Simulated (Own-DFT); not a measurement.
# From a pressure shift to a lattice shift: C40 NbSi2, 36 atoms (Nb12Si24)

Everything here is calculated. The program is Own-DFT (plane waves, in-house, since retired, never reviewed by a person); positions were held fixed, and spin and spin-orbit coupling were off.

Known weak points: forces on such cells failed a check on a denser k mesh; stress not checked against mesh or cutoff.

Each geometry was run with PBE and with PBEsol, otherwise alike: PseudoDojo norm-conserving scalar-relativistic files made for PBE; cutoff 42 hartree; 4 x 4 x 5 k mesh centred on Gamma; cold (Marzari-Vanderbilt) smearing of 0.2 eV. Unstrained cell vectors in Å: (0.000, 8.324, 0.000); (-9.613, 0.000, 0.000); (0.000, 0.000, 6.586). Each has a uniform strain, of which the change of volume is shown, and random moves of rms u per axis.

```
run,volume change (%),u (Å),P with PBE (GPa),P with PBEsol (GPa)
1,-1.31,0.0493,5.71,1.99
2,0.38,0.0526,1.98,-1.65
3,-1.18,0.0535,4.77,1.07
4,-1.40,0.0529,5.67,1.96
5,-0.50,0.0523,3.88,0.21
6,0.58,0.0462,1.86,-1.78
7,-0.06,0.0532,3.57,-0.08
8,1.70,0.0482,-0.49,-4.07
9,-1.12,0.0457,4.36,0.66
10,3.34,0.0549,-3.23,-6.75
11,2.21,0.0467,-1.01,?
```

Q: by how much does PBEsol shrink this cell, and what belongs in the blank?

## Answer

Write v for the change of volume as a fraction. Fitted to v and u², the PBE pressure has a slope of -187 ± 8 GPa in v, with the ions held to the strained lattice. The difference PBEsol less PBE is -3.65 + 4.1 v GPa (slope ± 0.2) and averages -3.65 GPa. Divided by the mean slope of the two, 185 GPa, that makes PBEsol's volume at a given pressure, near 1 GPa, about 2.0 % smaller, or 0.66 % in lengths. At one volume PBEsol's slope is the smaller by 4 GPa, but its pressure there is lower too. If stiffness rises by about 4 GPa for each GPa, PBEsol at equal pressure is stiffer by about 10 GPa. Files made for PBEsol would give a different shift.

For run 11 the line gives -4.57 GPa. The hidden result is -4.57 GPa.
